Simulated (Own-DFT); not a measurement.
# Response to strain: wurtzite AlN, 128 atoms (Al64N64)

All numbers below are calculated, not measured. The program, named Own-DFT, is a retired in-house plane-wave density functional code that no person has reviewed. Each row is one single-point run on a periodic cell that was not relaxed, without spin or spin-orbit coupling.

Settings of every run: PBE; PseudoDojo norm-conserving scalar-relativistic files; cutoff 42 hartree; 3 x 3 x 3 k mesh centred on Gamma; Gaussian smearing of 0.01 eV.

Known limits: k mesh not checked against a denser one; stress not checked against mesh or cutoff.

Unstrained cell vectors in Å: (12.448, 0.000, 0.000); (-6.224, 10.780, 0.000); (0.000, 0.000, 9.964). The unstrained cell has measured lattice constants (interpolated for alloys), not those of this functional. That, the random moves and any unrelaxed bonds set the pressure at no strain. Each run strains this cell uniformly, with the atoms carried along. Every atom was also moved at random, by a Gaussian of width 0.05 Å on each axis. Strain is the symmetric tensor, in per cent. Stress is positive in tension, and the pressure is minus a third of its trace.

| run | e_xx (%) | e_yy (%) | e_zz (%) | e_yz (%) | e_xz (%) | e_xy (%) | s_xx (GPa) | s_yy (GPa) | s_zz (GPa) | s_yz (GPa) | s_xz (GPa) | s_xy (GPa) | P (GPa) | E (meV/atom) |
|---|---|---|---|---|---|---|---|---|---|---|---|---|---|---|
| 1 | 0.09 | 0.33 | 1.49 | -1.96 | 1.31 | -1.08 | -2.60 | -4.36 | 0.52 | -5.00 | 3.09 | -3.54 | 2.15 | 13.1 |
| 2 | -0.40 | -0.81 | 0.84 | -0.36 | 0.29 | -1.41 | -8.59 | -9.01 | -2.62 | -0.50 | 0.95 | -5.92 | 6.74 | 21.6 |
| 3 | 1.10 | -0.23 | 1.32 | 0.38 | -1.40 | 0.89 | 1.67 | -6.54 | 0.50 | 0.69 | -3.21 | 3.01 | 1.46 | 8.0 |
| 4 | 0.06 | -1.02 | -1.15 | 0.00 | -1.92 | -0.62 | -8.96 | -9.96 | -12.81 | 0.63 | -4.66 | -3.90 | 10.58 | 39.6 |
| 5 | -0.85 | -0.09 | 0.96 | 1.70 | 0.00 | -0.68 | -8.84 | -8.20 | -1.45 | 4.83 | 0.10 | -2.70 | 6.17 | 25.5 |
| 6 | -1.15 | -0.97 | 1.52 | 1.80 | 0.51 | 0.97 | -10.13 | -11.18 | -1.01 | 4.94 | 1.62 | 3.76 | 7.44 | 16.6 |
| 7 | 1.06 | -1.30 | -1.63 | 1.40 | -0.09 | -0.66 | -3.49 | -12.08 | -14.38 | 3.12 | -1.19 | -1.53 | 9.98 | 32.1 |
| 8 | -0.30 | 1.58 | -0.40 | 1.60 | 0.87 | -1.66 | -6.66 | 0.33 | -5.94 | 3.56 | 1.99 | -7.00 | 4.09 | 28.5 |
| 9 | -0.76 | 1.12 | 1.42 | 1.88 | -0.11 | -1.82 | -8.86 | -0.31 | 0.96 | 4.70 | -0.30 | -6.86 | 2.74 | 25.5 |
| 10 | 1.92 | -1.51 | 1.01 | -1.66 | -0.74 | 1.71 | 1.26 | -10.78 | -0.21 | -3.73 | -1.68 | 6.70 | 3.24 | 20.9 |
| 11 | 0.55 | 0.09 | 0.72 | -0.99 | -1.74 | 1.92 | -2.54 | -4.53 | -2.33 | -3.45 | -3.47 | 6.57 | 3.13 | 23.3 |
| 12 | -1.50 | -1.09 | -0.95 | 0.92 | -0.14 | -1.60 | -16.66 | -13.18 | -13.85 | 3.62 | -1.19 | -6.41 | 14.56 | 63.7 |
| 13 | -1.48 | 1.06 | 0.73 | -1.42 | -1.40 | -1.29 | -12.34 | -1.06 | -2.60 | -3.72 | -3.76 | -5.09 | 5.33 | 19.5 |
| 14 | -1.26 | -1.10 | -1.76 | -1.13 | -1.33 | 0.58 | -13.50 | -14.40 | -16.42 | -2.46 | -3.63 | 2.25 | 14.77 | 32.7 |
| 15 | 0.23 | 0.94 | -0.24 | 0.63 | -1.08 | 0.52 | -5.09 | -0.39 | -4.69 | 1.42 | -2.73 | 2.29 | 3.39 | 0.0 |
| 16 | -1.05 | 0.16 | 1.22 | -1.66 | 0.23 | 1.86 | ? | ? | ? | ? | ? | ? | ? | ? |

E is the free energy for each atom above the lowest run shown.

## Worked fit

Each stress component was fitted by least squares to a constant and the strains of the runs shown, as fractions, with shears doubled. Shear strains stay in the fit of a normal stress only where such slopes are resolved. The slopes, in GPa:

```
stress,at no strain,per e_xx,per e_yy,per e_zz,scatter
s_xx,-6.3,478 ± 32,79 ± 34,108 ± 29,1.19
s_yy,-6.0,100 ± 26,484 ± 28,40 ± 23,0.96
s_zz,-5.9,100 ± 19,119 ± 20,469 ± 17,0.71
```

Each shear stress against twice its own strain: yz 127 ± 5, xz 119 ± 6, xy 198 ± 11 GPa. These are stiffnesses along x, y and z of the frame in which the cell vectors are given, which need not be the crystal's axes. The atoms are held to the strained lattice; where symmetry lets them move under strain, relaxing them would lower some slopes. The table should be nearly symmetric about its diagonal, and what it lacks of that shows the noise. A ninth of its sum, 220 ± 5 GPa, estimates the bulk modulus near the mean pressure of these runs, 6.4 GPa, so it lies above the value at zero pressure.

## Withheld run

Question: what normal stresses and pressure should run 16 give?

The fit gives s_xx = -9.8, s_yy = -5.8, s_zz = -1.0 and P = 5.5 GPa. The calculation gave -9.26, -5.23, -0.81 and P = 5.10 GPa.
